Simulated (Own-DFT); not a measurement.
# How strain changes the stress of 4H SiC, 72 atoms (C36Si36)

These are calculations, not measurements. They come from Own-DFT, an in-house plane-wave density functional program, since retired, whose code no person has reviewed. Each row is one single-point run on a periodic cell that was not relaxed, without spin or spin-orbit coupling.

Settings of every run: PBE; PseudoDojo norm-conserving scalar-relativistic files; cutoff 42 hartree; 4 x 4 x 3 k mesh centred on Gamma; Fermi-Dirac smearing of 0.1 eV.

Known limits: forces on such cells passed a denser k mesh, each cell not checked; stress not checked against mesh or cutoff.

Unstrained cell vectors in Å: (9.248, 0.000, 0.000); (-4.624, 8.009, 0.000); (0.000, 0.000, 10.068). The unstrained cell has measured lattice constants (interpolated for alloys), not those of this functional. That, the random moves and any unrelaxed bonds set the pressure at no strain. Each run strains this cell uniformly, with the atoms carried along. Every atom was also moved at random, by a Gaussian of width 0.05 Å on each axis. Strain is the symmetric tensor, in per cent. Stress is positive in tension, and the pressure is minus a third of its trace.

```
run  e_xx (%)  e_yy (%)  e_zz (%)  e_yz (%)  e_xz (%)  e_xy (%)  s_xx (GPa)  s_yy (GPa)  s_zz (GPa)  s_yz (GPa)  s_xz (GPa)  s_xy (GPa)  P (GPa)  E (meV/atom)
  1     -1.50     -1.07     -1.44     -1.98     -1.48      1.14      -14.87      -15.22      -16.64       -6.54       -5.55        4.04    15.58          61.9
  2      1.28     -1.99     -1.33     -0.28     -0.60      0.26       -1.53      -12.90      -16.66       -1.66       -2.24        1.47    10.36          27.6
  3     -1.39      0.17     -1.47      1.18     -0.62      1.16      -12.81       -5.60      -16.05        3.73       -1.59        4.89    11.49           5.6
  4      0.93      1.76     -1.69      1.18      0.48     -0.15        1.88        5.21      -17.86        4.66        1.27       -1.51     3.59          15.1
  5      1.17      0.70     -0.54     -1.61     -0.87     -1.00        2.63       -2.14       -7.27       -5.68       -3.18       -4.39     2.26           5.8
  6     -1.42     -0.38     -0.42      0.67     -1.16     -0.49      -14.02       -7.24      -10.48        2.22       -3.10       -1.47    10.58          16.1
  7      0.89      1.22     -0.70     -0.96     -1.80      0.73        1.30        2.57       -9.89       -3.24       -5.53        2.91     2.01          10.7
  8      1.69      1.74      1.99     -1.11      1.46      0.47        6.51        5.91        5.44       -3.76        3.95        1.61    -5.95           0.0
  9      1.03     -0.24      1.38     -0.33     -0.82     -0.68        1.20       -5.60        2.30       -2.12       -2.94       -2.91     0.70           8.9
 10     -0.53     -0.44      0.15     -0.93     -0.26      1.45       -9.35       -6.64       -5.50       -3.74        0.43        7.79     7.17           3.9
 11      0.86      1.87     -1.53      1.49     -0.04     -1.41        0.26        3.95      -12.31        5.91       -0.19       -5.97     2.70          12.5
 12     -1.12     -1.21     -0.36     -1.13     -0.94      0.99      -11.01      -12.45      -10.88       -3.96       -3.10        5.33    11.45          10.1
 13     -0.03      0.91      0.58     -1.45     -1.85     -1.70       -5.19       -1.55       -1.91       -5.36       -7.23       -8.57     2.88          28.4
 14     -0.40      0.17     -0.24      1.20     -0.90      0.16       -7.71       -3.08      -10.18        3.72       -2.85        0.63     6.99          20.6
 15      1.80      0.00     -1.61     -1.99     -1.30      0.83        5.00       -4.63      -16.20       -6.57       -3.68        4.61     5.27          17.3
 16     -1.17      1.97     -1.69     -0.10      0.66      0.39      -11.81        4.08      -15.91       -0.09        2.56        1.02     7.88          23.7
 17     -0.76      0.81     -1.06      0.61      1.12      0.61           ?           ?           ?           ?           ?           ?        ?             ?
```

E is the free energy for each atom above the lowest run shown.

## Worked fit

Each stress component was fitted by least squares to a constant and the strains of the runs shown, as fractions, with shears doubled. Shear strains stay in the fit of a normal stress only where such slopes are resolved. The slopes, in GPa:

| stress | at no strain | per e_xx | per e_yy | per e_zz | scatter |
|---|---|---|---|---|---|
| s_xx | -5.2 | 570 ± 21 | 85 ± 21 | 31 ± 22 | 0.93 |
| s_yy | -5.1 | 89 ± 32 | 509 ± 31 | 27 ± 33 | 1.41 |
| s_zz | -7.0 | 31 ± 32 | 78 ± 31 | 600 ± 32 | 1.38 |

Each shear stress against twice its own strain: yz 167 ± 5, xz 155 ± 12, xy 229 ± 14 GPa. These are stiffnesses along x, y and z of the frame in which the cell vectors are given, which need not be the crystal's axes. The atoms are held to the strained lattice; where symmetry lets them move under strain, relaxing them would lower some slopes. The table should be nearly symmetric about its diagonal, and what it lacks of that shows the noise. A ninth of its sum, 224 ± 4 GPa, estimates the bulk modulus near the mean pressure of these runs, 5.9 GPa, so it lies above the value at zero pressure.

## Withheld run

Question: what normal stresses and pressure should run 17 give?

The fit gives s_xx = -9.2, s_yy = -1.9, s_zz = -12.9 and P = 8.0 GPa. The calculation gave -10.22, -1.60, -11.62 and P = 7.82 GPa.
